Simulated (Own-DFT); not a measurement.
Simulation results for HfO₂ (monoclinic hafnia, atoms displaced)

All values are calculated (Own-DFT development build). A calculation, not a measurement: plane-wave density functional theory by an unreviewed code, no spin, of a simulated periodic cell, stress positive in tension, run twice, with PBE and with PBEsol, both on files made for PBE, so the change isn't that of files made for PBEsol, hafnium file: forces about 75 meV/angstrom off all-electron values; oxygen file: force components 24 meV/angstrom off all-electron in one glass; forces on such cells passed a denser k mesh, this cell's mesh not checked; the far tail of each file's local potential was reset to the Coulomb form; each entry is a single point on an unrelaxed cell, so the pressure reflects the starting lattice, mostly measured values (interpolated for alloys), from which strain is counted, and rises with the displacements; printed positions are rounded, which can move forces by about a meV/angstrom; the program, named Own-DFT, is a retired in-house code; no spin-orbit coupling; stress was not checked against mesh or cutoff.

Settings shared by all entries: functional PBE, then PBEsol; potential files PseudoDojo norm-conserving, scalar-relativistic, standard set; wave cutoff 72 hartree; occupations Fermi-Dirac; smearing width 0.1 eV; k mesh 2 x 2 x 2 centred on Gamma.

```json
{"entry": 1, "formula": "HfO2", "kind": "monoclinic hafnia, atoms displaced", "structure": {"cell_angstrom": [[10.234, 0.0, 0.0], [0.0, 10.35, 0.0], [-1.6955, 0.0, 10.4453]], "atoms_fractional": [["Hf", 0.13625, 0.0207, 0.10335], ["Hf", 0.36382, 0.27007, 0.14296], ["Hf", 0.36282, 0.47927, 0.39531], ["Hf", 0.13655, 0.22851, 0.3515], ["O", 0.0385, 0.1718, 0.17292], ["O", 0.46274, 0.4116, 0.07539], ["O", 0.46277, 0.33467, 0.32739], ["O", 0.03616, 0.08529, 0.42483], ["O", 0.22581, 0.38138, 0.23786], ["O", 0.27221, 0.12625, 0.01018], ["O", 0.27334, 0.12164, 0.25855], ["O", 0.22252, 0.37374, 0.4883], ["Hf", 0.13459, 0.01915, 0.60388], ["Hf", 0.36021, 0.27043, 0.64651], ["Hf", 0.36332, 0.4777, 0.90011], ["Hf", 0.13612, 0.23102, 0.85491], ["O", 0.03786, 0.16796, 0.67647], ["O", 0.45759, 0.4127, 0.57636], ["O", 0.46159, 0.33565, 0.82573], ["O", 0.0376, 0.08457, 0.92261], ["O", 0.22043, 0.37941, 0.73886], ["O", 0.27519, 0.13095, 0.51239], ["O", 0.27724, 0.12354, 0.75808], ["O", 0.22402, 0.37001, 0.98857], ["Hf", 0.13692, 0.52508, 0.10328], ["Hf", 0.36388, 0.76995, 0.1436], ["Hf", 0.36245, 0.983, 0.39697], ["Hf", 0.13928, 0.73186, 0.35532], ["O", 0.03845, 0.66876, 0.17291], ["O", 0.46299, 0.91377, 0.07419], ["O", 0.46335, 0.83656, 0.32851], ["O", 0.0364, 0.58316, 0.42608], ["O", 0.22393, 0.87977, 0.24039], ["O", 0.27329, 0.62658, 0.00778], ["O", 0.27725, 0.62025, 0.26059], ["O", 0.22862, 0.87136, 0.49017], ["Hf", 0.13696, 0.52054, 0.6041], ["Hf", 0.36112, 0.77059, 0.64458], ["Hf", 0.36001, 0.97999, 0.89238], ["Hf", 0.13918, 0.73196, 0.85264], ["O", 0.03725, 0.66524, 0.67292], ["O", 0.46472, 0.91694, 0.57464], ["O", 0.46284, 0.83243, 0.82669], ["O", 0.03674, 0.58196, 0.92072], ["O", 0.22446, 0.87871, 0.74218], ["O", 0.2735, 0.63068, 0.51011], ["O", 0.2709, 0.62255, 0.75849], ["O", 0.22421, 0.87367, 0.99278], ["Hf", 0.63905, 0.01838, 0.1052], ["Hf", 0.86379, 0.27218, 0.14308], ["Hf", 0.86381, 0.47933, 0.39507], ["Hf", 0.64021, 0.23292, 0.35561], ["O", 0.53903, 0.16666, 0.17561], ["O", 0.96055, 0.41634, 0.07711], ["O", 0.95762, 0.33365, 0.32764], ["O", 0.53417, 0.08288, 0.42063], ["O", 0.72453, 0.37829, 0.23927], ["O", 0.77388, 0.12836, 0.00699], ["O", 0.77503, 0.11863, 0.25806], ["O", 0.72179, 0.37086, 0.49049], ["Hf", 0.63442, 0.02329, 0.60245], ["Hf", 0.86067, 0.26987, 0.64681], ["Hf", 0.85954, 0.47992, 0.89684], ["Hf", 0.64142, 0.2312, 0.85239], ["O", 0.53383, 0.16428, 0.67372], ["O", 0.96421, 0.42082, 0.57262], ["O", 0.96223, 0.33433, 0.82341], ["O", 0.53681, 0.08466, 0.92638], ["O", 0.72401, 0.37748, 0.73832], ["O", 0.77555, 0.12885, 0.5101], ["O", 0.77396, 0.12373, 0.75857], ["O", 0.7261, 0.37329, 0.98942], ["Hf", 0.64206, 0.5189, 0.10526], ["Hf", 0.86235, 0.76865, 0.14503], ["Hf", 0.85999, 0.97951, 0.39505], ["Hf", 0.63568, 0.72712, 0.35257], ["O", 0.53946, 0.66554, 0.17538], ["O", 0.96248, 0.91365, 0.08125], ["O", 0.96167, 0.83127, 0.32796], ["O", 0.54043, 0.58058, 0.42572], ["O", 0.72534, 0.8791, 0.24095], ["O", 0.77469, 0.62903, 0.00954], ["O", 0.77562, 0.61932, 0.2609], ["O", 0.72338, 0.86757, 0.48895], ["Hf", 0.6374, 0.52259, 0.60288], ["Hf", 0.86176, 0.7705, 0.64806], ["Hf", 0.8687, 0.98052, 0.9002], ["Hf", 0.63849, 0.72862, 0.8542], ["O", 0.5316, 0.66696, 0.67428], ["O", 0.96127, 0.91833, 0.58056], ["O", 0.96029, 0.83167, 0.82623], ["O", 0.53563, 0.58175, 0.92504], ["O", 0.72564, 0.87575, 0.73791], ["O", 0.77642, 0.62898, 0.50701], ["O", 0.77472, 0.61968, 0.75877], ["O", 0.72364, 0.87484, 0.99416]]}, "results": {"PBE_pressure [GPa]": 4.18, "PBE_stress_xx [GPa]": -4.29, "PBE_stress_yy [GPa]": -3.98, "PBE_stress_zz [GPa]": -4.27, "PBE_stress_yz [GPa]": -0.04, "PBE_stress_xz [GPa]": -0.22, "PBE_stress_xy [GPa]": -0.23, "PBEsol_pressure [GPa]": -2.27, "PBEsol_stress_xx [GPa]": 2.18, "PBEsol_stress_yy [GPa]": 2.42, "PBEsol_stress_zz [GPa]": 2.22, "PBEsol_stress_yz [GPa]": -0.04, "PBEsol_stress_xz [GPa]": 0.13, "PBEsol_stress_xy [GPa]": -0.22, "force_element": ["Hf", "Hf", "Hf", "Hf", "O", "O", "O", "O", "O", "O", "O", "O", "Hf", "Hf", "Hf", "Hf", "O", "O", "O", "O", "O", "O", "O", "O", "Hf", "Hf", "Hf", "Hf", "O", "O", "O", "O", "O", "O", "O", "O", "Hf", "Hf", "Hf", "Hf", "O", "O", "O", "O", "O", "O", "O", "O", "Hf", "Hf", "Hf", "Hf", "O", "O", "O", "O", "O", "O", "O", "O", "Hf", "Hf", "Hf", "Hf", "O", "O", "O", "O", "O", "O", "O", "O", "Hf", "Hf", "Hf", "Hf", "O", "O", "O", "O", "O", "O", "O", "O", "Hf", "Hf", "Hf", "Hf", "O", "O", "O", "O", "O", "O", "O", "O"], "PBE_force_x [eV/angstrom]": [0.825, -0.522, -0.694, 0.347, -0.489, 1.082, 0.6, -0.429, -0.271, 0.418, 0.111, -0.19, 0.419, -0.55, -0.486, 0.865, -0.469, 1.521, 0.808, -0.806, 0.124, -0.054, -0.319, -0.219, 0.299, -0.34, -0.226, -0.016, -0.426, 0.39, 0.365, 0.005, -0.09, 0.347, 0.025, -0.751, 0.449, -0.093, 0.637, -0.133, -0.846, 0.064, 0.328, -0.543, -0.31, 0.42, 0.697, -0.26, -0.376, -0.759, -0.268, -0.391, -0.577, 0.885, 1.169, 0.432, -0.321, 0.6, 0.349, 0.125, 0.479, 0.585, 0.83, -1.144, -0.108, -0.688, 0.02, -0.418, -0.283, 0.031, 0.43, -0.444, -0.661, -0.652, -0.249, 0.503, -0.662, 0.812, 0.436, -0.787, -0.105, 0.225, 0.265, 0.056, -0.199, -0.117, -1.442, -0.465, 0.514, 0.446, 0.734, 0.178, -0.529, -0.169, -0.135, 0.235], "PBE_force_y [eV/angstrom]": [-0.142, -0.529, -0.252, 0.883, -0.356, 0.831, -0.371, -0.372, -0.164, 0.289, -0.046, -0.391, 0.576, 0.169, 0.219, 0.49, -0.215, 1.076, -0.41, -0.543, -0.169, -0.332, -0.544, 0.011, -0.846, 0.314, -0.269, -0.394, 0.032, 0.148, -0.647, 0.536, -0.085, 0.621, 0.42, 0.183, -0.138, -0.091, 0.387, -0.757, 0.802, -0.108, 0.03, 0.03, 0.293, 0.053, -0.103, -0.44, 0.43, -0.659, 0.551, -0.614, 0.15, 0.709, -0.888, 0.542, -0.058, 0.403, 0.255, 0.148, -0.803, 0.431, 0.091, -0.569, 0.282, -1.077, 0.141, 0.118, 0.295, 0.021, -0.463, -0.267, 0.067, 0.105, -0.329, 0.724, -0.131, 0.909, 0.063, 0.004, -0.333, 0.04, 0.121, 0.469, -0.404, -0.328, -0.169, 0.608, -0.458, 0.192, 0.052, 0.299, 0.545, -0.035, -0.061, -0.795], "PBE_force_z [eV/angstrom]": [0.854, 0.697, 0.127, 0.817, -0.586, 0.259, -0.116, -0.261, -0.171, -0.008, 0.2, -0.428, 0.124, -0.081, -1.3, -0.466, -0.551, 0.037, 0.247, 0.158, 0.229, -0.477, 0.605, 0.157, 0.154, 0.642, -0.415, 0.139, -0.152, 0.235, -0.434, -1.019, -0.235, 0.494, -0.131, 0.087, 0.057, 0.113, 0.602, -0.009, 0.161, 0.484, 0.177, 0.106, -0.38, -0.081, 0.489, -0.536, -0.149, 0.58, 0.536, -0.472, -0.286, -0.043, -0.337, 0.155, -0.267, 0.367, 0.325, 0.084, 0.119, -0.609, -0.702, 0.218, 0.074, 0.824, 0.67, -0.576, 0.106, -0.089, 0.295, -0.134, 0.027, 0.752, 0.11, 0.69, -0.643, -0.504, 0.243, -0.38, -0.117, 0.048, -0.493, -0.051, 0.145, -1.032, -0.833, -0.104, -0.14, -0.156, 0.715, -0.033, 0.365, 0.66, 0.204, -0.774], "PBEsol_force_x [eV/angstrom]": [0.832, -0.514, -0.689, 0.345, -0.471, 1.033, 0.578, -0.405, -0.196, 0.339, 0.036, -0.118, 0.409, -0.546, -0.474, 0.852, -0.45, 1.467, 0.771, -0.786, 0.181, -0.111, -0.371, -0.142, 0.306, -0.337, -0.217, -0.004, -0.407, 0.367, 0.349, 0.01, -0.03, 0.269, -0.044, -0.667, 0.437, -0.098, 0.614, -0.115, -0.814, 0.054, 0.307, -0.522, -0.24, 0.342, 0.606, -0.188, -0.349, -0.741, -0.257, -0.374, -0.555, 0.841, 1.128, 0.423, -0.252, 0.522, 0.272, 0.18, 0.458, 0.553, 0.802, -1.099, -0.089, -0.673, 0.01, -0.395, -0.209, -0.035, 0.354, -0.364, -0.626, -0.642, -0.26, 0.503, -0.632, 0.782, 0.418, -0.753, -0.034, 0.154, 0.19, 0.123, -0.181, -0.126, -1.406, -0.455, 0.512, 0.434, 0.709, 0.186, -0.449, -0.237, -0.197, 0.289], "PBEsol_force_y [eV/angstrom]": [-0.092, -0.461, -0.307, 0.809, -0.331, 0.82, -0.368, -0.377, -0.162, 0.276, -0.041, -0.373, 0.618, 0.21, 0.156, 0.437, -0.195, 1.06, -0.41, -0.55, -0.176, -0.329, -0.527, 0.013, -0.772, 0.364, -0.317, -0.428, 0.042, 0.153, -0.644, 0.501, -0.09, 0.599, 0.412, 0.177, -0.085, -0.05, 0.328, -0.797, 0.795, -0.081, 0.016, 0.017, 0.274, 0.055, -0.083, -0.418, 0.463, -0.583, 0.494, -0.644, 0.168, 0.695, -0.872, 0.51, -0.06, 0.388, 0.244, 0.146, -0.735, 0.46, 0.041, -0.607, 0.288, -1.025, 0.115, 0.093, 0.272, 0.018, -0.424, -0.248, 0.115, 0.162, -0.371, 0.658, -0.109, 0.897, 0.049, -0.011, -0.324, 0.025, 0.12, 0.462, -0.346, -0.264, -0.21, 0.546, -0.424, 0.199, 0.042, 0.274, 0.512, -0.042, -0.052, -0.768], "PBEsol_force_z [eV/angstrom]": [0.808, 0.705, 0.146, 0.77, -0.514, 0.199, -0.159, -0.204, -0.168, -0.006, 0.197, -0.416, 0.095, -0.058, -1.236, -0.488, -0.484, -0.017, 0.196, 0.209, 0.22, -0.462, 0.591, 0.146, 0.126, 0.655, -0.376, 0.114, -0.103, 0.186, -0.471, -0.939, -0.232, 0.485, -0.128, 0.085, 0.025, 0.136, 0.618, -0.046, 0.211, 0.418, 0.121, 0.163, -0.364, -0.077, 0.471, -0.525, -0.177, 0.595, 0.557, -0.49, -0.23, -0.094, -0.386, 0.212, -0.264, 0.355, 0.324, 0.077, 0.086, -0.556, -0.659, 0.185, 0.115, 0.747, 0.604, -0.516, 0.11, -0.088, 0.283, -0.129, 0.002, 0.764, 0.126, 0.652, -0.574, -0.551, 0.179, -0.314, -0.117, 0.048, -0.483, -0.056, 0.104, -0.979, -0.777, -0.135, -0.089, -0.201, 0.641, 0.019, 0.35, 0.645, 0.202, -0.74], "rms_change_of_force_components_from_PBE_to_PBEsol [eV/angstrom]": 0.04}}
{"entry": 2, "formula": "HfO2", "kind": "monoclinic hafnia, atoms displaced", "structure": {"cell_angstrom": [[10.234, 0.0, 0.0], [0.0, 10.35, 0.0], [-1.6955, 0.0, 10.4453]], "atoms_fractional": [["Hf", 0.13769, 0.0189, 0.10361], ["Hf", 0.36291, 0.2718, 0.14705], ["Hf", 0.35832, 0.47824, 0.39512], ["Hf", 0.13341, 0.22865, 0.35575], ["O", 0.03972, 0.16325, 0.17102], ["O", 0.4614, 0.41855, 0.07561], ["O", 0.46228, 0.32878, 0.32615], ["O", 0.03934, 0.08193, 0.42485], ["O", 0.22418, 0.3745, 0.24011], ["O", 0.27856, 0.13102, 0.01192], ["O", 0.27653, 0.12314, 0.25634], ["O", 0.22153, 0.37048, 0.48732], ["Hf", 0.13925, 0.01814, 0.60044], ["Hf", 0.36265, 0.26937, 0.64796], ["Hf", 0.36295, 0.47767, 0.89717], ["Hf", 0.13642, 0.22874, 0.85112], ["O", 0.03918, 0.1673, 0.67095], ["O", 0.46457, 0.4161, 0.57966], ["O", 0.46469, 0.33557, 0.82527], ["O", 0.03545, 0.08377, 0.92189], ["O", 0.22116, 0.38126, 0.73769], ["O", 0.27482, 0.12956, 0.51224], ["O", 0.27607, 0.12042, 0.75947], ["O", 0.22335, 0.37305, 0.99025], ["Hf", 0.13583, 0.52017, 0.10175], ["Hf", 0.36048, 0.76982, 0.14607], ["Hf", 0.35868, 0.97863, 0.39564], ["Hf", 0.13564, 0.73003, 0.35589], ["O", 0.03929, 0.66671, 0.17608], ["O", 0.46173, 0.92118, 0.07944], ["O", 0.46164, 0.83203, 0.32697], ["O", 0.03695, 0.58663, 0.42324], ["O", 0.2249, 0.87851, 0.23793], ["O", 0.27382, 0.62899, 0.00635], ["O", 0.27633, 0.6218, 0.25944], ["O", 0.22469, 0.87253, 0.48796], ["Hf", 0.14078, 0.52118, 0.60404], ["Hf", 0.36642, 0.76823, 0.64331], ["Hf", 0.36099, 0.98155, 0.89723], ["Hf", 0.1364, 0.7292, 0.85485], ["O", 0.03645, 0.66718, 0.67319], ["O", 0.46652, 0.91843, 0.57507], ["O", 0.45907, 0.83329, 0.82563], ["O", 0.034, 0.58357, 0.92281], ["O", 0.22194, 0.87906, 0.73806], ["O", 0.27632, 0.62645, 0.51211], ["O", 0.27572, 0.62099, 0.7628], ["O", 0.22265, 0.87288, 0.99026], ["Hf", 0.63978, 0.02171, 0.10671], ["Hf", 0.85922, 0.2709, 0.14644], ["Hf", 0.86169, 0.47751, 0.39388], ["Hf", 0.63803, 0.23195, 0.35483], ["O", 0.53844, 0.16208, 0.17245], ["O", 0.96199, 0.41841, 0.07672], ["O", 0.96093, 0.3345, 0.32738], ["O", 0.53799, 0.08313, 0.42179], ["O", 0.72368, 0.37531, 0.24036], ["O", 0.77514, 0.12978, 0.00852], ["O", 0.77788, 0.12425, 0.26016], ["O", 0.72666, 0.37177, 0.48994], ["Hf", 0.63516, 0.02255, 0.60537], ["Hf", 0.86318, 0.27198, 0.64558], ["Hf", 0.86165, 0.4785, 0.89359], ["Hf", 0.63703, 0.23129, 0.85213], ["O", 0.53943, 0.16712, 0.67333], ["O", 0.9663, 0.41368, 0.57926], ["O", 0.96324, 0.3351, 0.82707], ["O", 0.5398, 0.0832, 0.92286], ["O", 0.72466, 0.37866, 0.74333], ["O", 0.77832, 0.13016, 0.51351], ["O", 0.77576, 0.1211, 0.76092], ["O", 0.72747, 0.36941, 0.99203], ["Hf", 0.63713, 0.52041, 0.10554], ["Hf", 0.86192, 0.76944, 0.14447], ["Hf", 0.86047, 0.97946, 0.39318], ["Hf", 0.63988, 0.73053, 0.35502], ["O", 0.54103, 0.66898, 0.17294], ["O", 0.96384, 0.91473, 0.07883], ["O", 0.96446, 0.83085, 0.32352], ["O", 0.53729, 0.58649, 0.4241], ["O", 0.72203, 0.88085, 0.23841], ["O", 0.77611, 0.62917, 0.00589], ["O", 0.77398, 0.62005, 0.26222], ["O", 0.72359, 0.86631, 0.48942], ["Hf", 0.63696, 0.52069, 0.60047], ["Hf", 0.8619, 0.76805, 0.64415], ["Hf", 0.86677, 0.97957, 0.8976], ["Hf", 0.63649, 0.73032, 0.85351], ["O", 0.53492, 0.66735, 0.675], ["O", 0.96466, 0.91577, 0.57687], ["O", 0.96102, 0.83386, 0.82755], ["O", 0.53801, 0.58528, 0.92553], ["O", 0.72376, 0.87642, 0.73846], ["O", 0.77454, 0.62462, 0.51209], ["O", 0.77252, 0.61971, 0.76], ["O", 0.72897, 0.87047, 0.99163]]}, "results": {"PBE_pressure [GPa]": 4.0, "PBE_stress_xx [GPa]": -3.95, "PBE_stress_yy [GPa]": -3.97, "PBE_stress_zz [GPa]": -4.08, "PBE_stress_yz [GPa]": -0.06, "PBE_stress_xz [GPa]": -0.1, "PBE_stress_xy [GPa]": 0.02, "PBEsol_pressure [GPa]": -2.46, "PBEsol_stress_xx [GPa]": 2.52, "PBEsol_stress_yy [GPa]": 2.44, "PBEsol_stress_zz [GPa]": 2.4, "PBEsol_stress_yz [GPa]": -0.07, "PBEsol_stress_xz [GPa]": 0.25, "PBEsol_stress_xy [GPa]": 0.03, "force_element": ["Hf", "Hf", "Hf", "Hf", "O", "O", "O", "O", "O", "O", "O", "O", "Hf", "Hf", "Hf", "Hf", "O", "O", "O", "O", "O", "O", "O", "O", "Hf", "Hf", "Hf", "Hf", "O", "O", "O", "O", "O", "O", "O", "O", "Hf", "Hf", "Hf", "Hf", "O", "O", "O", "O", "O", "O", "O", "O", "Hf", "Hf", "Hf", "Hf", "O", "O", "O", "O", "O", "O", "O", "O", "Hf", "Hf", "Hf", "Hf", "O", "O", "O", "O", "O", "O", "O", "O", "Hf", "Hf", "Hf", "Hf", "O", "O", "O", "O", "O", "O", "O", "O", "Hf", "Hf", "Hf", "Hf", "O", "O", "O", "O", "O", "O", "O", "O"], "PBE_force_x [eV/angstrom]": [0.643, -0.373, 0.421, 0.966, -1.324, 0.644, 0.237, -0.987, -0.195, -0.229, -0.087, 0.197, -0.272, -0.263, -0.348, 0.111, -0.437, -0.111, -0.016, 0.285, 0.412, 0.464, 0.222, -0.037, 0.157, 0.497, 0.897, 0.608, -0.532, 0.14, 0.279, -0.742, -0.272, 0.098, 0.139, -0.023, -0.593, -0.829, 0.364, 0.393, -0.121, -0.564, 0.575, -0.055, 0.079, 0.322, 0.178, 0.004, -0.051, 0.639, 0.048, -0.076, -0.701, 0.31, 0.748, -0.312, -0.305, 0.299, 0.211, -0.36, 1.196, -0.134, -0.539, 0.8, -1.038, 0.359, 0.71, -0.74, -0.13, -0.022, 0.186, -0.531, 0.34, -0.135, 0.068, -0.498, -0.775, 0.521, -0.511, -0.916, 0.4, -0.019, 0.51, 0.371, 0.066, -0.243, -1.307, 0.445, 0.118, -0.097, 0.692, -0.637, -0.172, 0.529, 0.241, -0.479], "PBE_force_y [eV/angstrom]": [0.254, -0.833, 0.009, -0.008, 0.966, 0.007, 0.744, -0.324, 0.786, -0.097, -0.538, 0.172, -0.021, 0.123, 0.785, 0.207, 0.098, 0.02, -0.192, 0.094, -0.52, 0.015, 0.25, -0.271, -0.165, 0.274, 0.522, -0.093, 0.005, -0.415, -0.024, -0.701, 0.078, 0.189, -0.427, -0.318, 0.06, 0.679, -0.179, 0.289, -0.196, -0.468, -0.083, 0.071, -0.134, 0.144, 0.008, -0.284, -0.288, -0.415, 0.696, -0.88, 1.159, -0.152, -0.522, -0.082, 0.554, 0.088, -0.379, -0.001, -0.452, -0.525, 0.34, -0.556, 0.51, 0.65, -0.559, -0.224, 0.124, -0.325, -0.06, 0.216, 0.293, -0.207, -0.171, -0.004, 0.123, 0.27, 0.786, -0.648, -0.24, -0.088, -0.159, 0.592, -0.056, 0.408, 0.092, 0.377, -0.399, -0.024, -0.54, -0.461, 0.272, 0.306, 0.074, -0.076], "PBE_force_z [eV/angstrom]": [0.138, -0.391, -0.08, -0.727, 0.39, 0.54, 0.589, -0.793, -0.076, -0.487, 0.971, 0.194, 1.293, -0.351, -0.417, 0.406, 0.0, -0.516, 0.148, 0.02, 0.254, -0.333, 0.181, -0.322, 0.242, -0.233, -0.731, -0.538, -0.553, 0.018, 0.252, 0.094, 0.256, 0.635, 0.304, -0.019, 0.445, 0.805, -0.016, -0.324, -0.168, 0.188, 0.231, -0.075, -0.047, -0.245, -0.378, -0.258, -1.042, -0.944, 0.772, 0.096, 0.325, 0.426, -0.026, -0.001, -0.124, 0.573, 0.421, -0.097, -0.067, 0.382, 0.358, 0.793, -0.239, -0.54, -0.022, -0.285, -0.788, -0.578, 0.086, -0.089, -0.579, -0.351, 0.713, -0.163, -0.254, 0.051, 0.613, -0.245, 0.439, 0.829, -0.124, -0.165, 1.018, 0.425, -0.51, 0.374, -0.497, -0.382, -0.07, -0.127, -0.162, -0.21, -0.263, -0.261], "PBEsol_force_x [eV/angstrom]": [0.636, -0.386, 0.39, 0.954, -1.275, 0.62, 0.225, -0.949, -0.117, -0.281, -0.145, 0.254, -0.257, -0.26, -0.349, 0.108, -0.418, -0.117, -0.026, 0.281, 0.462, 0.382, 0.153, 0.032, 0.153, 0.469, 0.87, 0.582, -0.51, 0.128, 0.261, -0.705, -0.197, 0.028, 0.075, 0.038, -0.566, -0.804, 0.349, 0.395, -0.111, -0.556, 0.555, -0.042, 0.134, 0.252, 0.108, 0.065, -0.05, 0.595, 0.03, -0.068, -0.668, 0.298, 0.716, -0.293, -0.227, 0.225, 0.143, -0.284, 1.162, -0.131, -0.536, 0.796, -1.003, 0.336, 0.684, -0.715, -0.061, -0.083, 0.113, -0.447, 0.329, -0.131, 0.059, -0.481, -0.742, 0.499, -0.501, -0.872, 0.454, -0.083, 0.431, 0.429, 0.075, -0.247, -1.277, 0.448, 0.114, -0.1, 0.668, -0.61, -0.108, 0.446, 0.172, -0.394], "PBEsol_force_y [eV/angstrom]": [0.294, -0.776, -0.035, -0.053, 0.948, 0.024, 0.708, -0.325, 0.759, -0.107, -0.52, 0.178, 0.026, 0.166, 0.726, 0.155, 0.115, 0.032, -0.205, 0.073, -0.511, 0.003, 0.253, -0.25, -0.116, 0.326, 0.453, -0.142, 0.024, -0.391, -0.034, -0.691, 0.073, 0.179, -0.409, -0.294, 0.1, 0.704, -0.217, 0.23, -0.175, -0.441, -0.101, 0.051, -0.131, 0.128, 0.008, -0.269, -0.227, -0.359, 0.627, -0.905, 1.137, -0.133, -0.52, -0.085, 0.528, 0.086, -0.363, 0.007, -0.39, -0.465, 0.285, -0.595, 0.508, 0.638, -0.557, -0.226, 0.111, -0.313, -0.049, 0.213, 0.344, -0.14, -0.213, -0.056, 0.123, 0.275, 0.746, -0.643, -0.235, -0.087, -0.154, 0.57, -0.002, 0.446, 0.04, 0.313, -0.362, -0.011, -0.536, -0.466, 0.253, 0.298, 0.078, -0.075], "PBEsol_force_z [eV/angstrom]": [0.118, -0.35, -0.053, -0.735, 0.433, 0.471, 0.516, -0.723, -0.069, -0.47, 0.942, 0.183, 1.238, -0.315, -0.377, 0.362, 0.057, -0.551, 0.091, 0.069, 0.241, -0.321, 0.176, -0.312, 0.2, -0.192, -0.69, -0.563, -0.489, -0.034, 0.193, 0.135, 0.246, 0.615, 0.299, -0.026, 0.418, 0.827, 0.013, -0.343, -0.112, 0.132, 0.167, -0.021, -0.048, -0.234, -0.369, -0.248, -1.036, -0.902, 0.778, 0.062, 0.365, 0.361, -0.069, 0.055, -0.118, 0.568, 0.407, -0.1, -0.091, 0.393, 0.377, 0.746, -0.179, -0.571, -0.075, -0.226, -0.761, -0.561, 0.085, -0.085, -0.597, -0.324, 0.722, -0.178, -0.195, -0.002, 0.546, -0.182, 0.428, 0.807, -0.116, -0.173, 0.964, 0.44, -0.47, 0.338, -0.439, -0.426, -0.114, -0.073, -0.164, -0.203, -0.256, -0.248], "rms_change_of_force_components_from_PBE_to_PBEsol [eV/angstrom]": 0.038}}
```
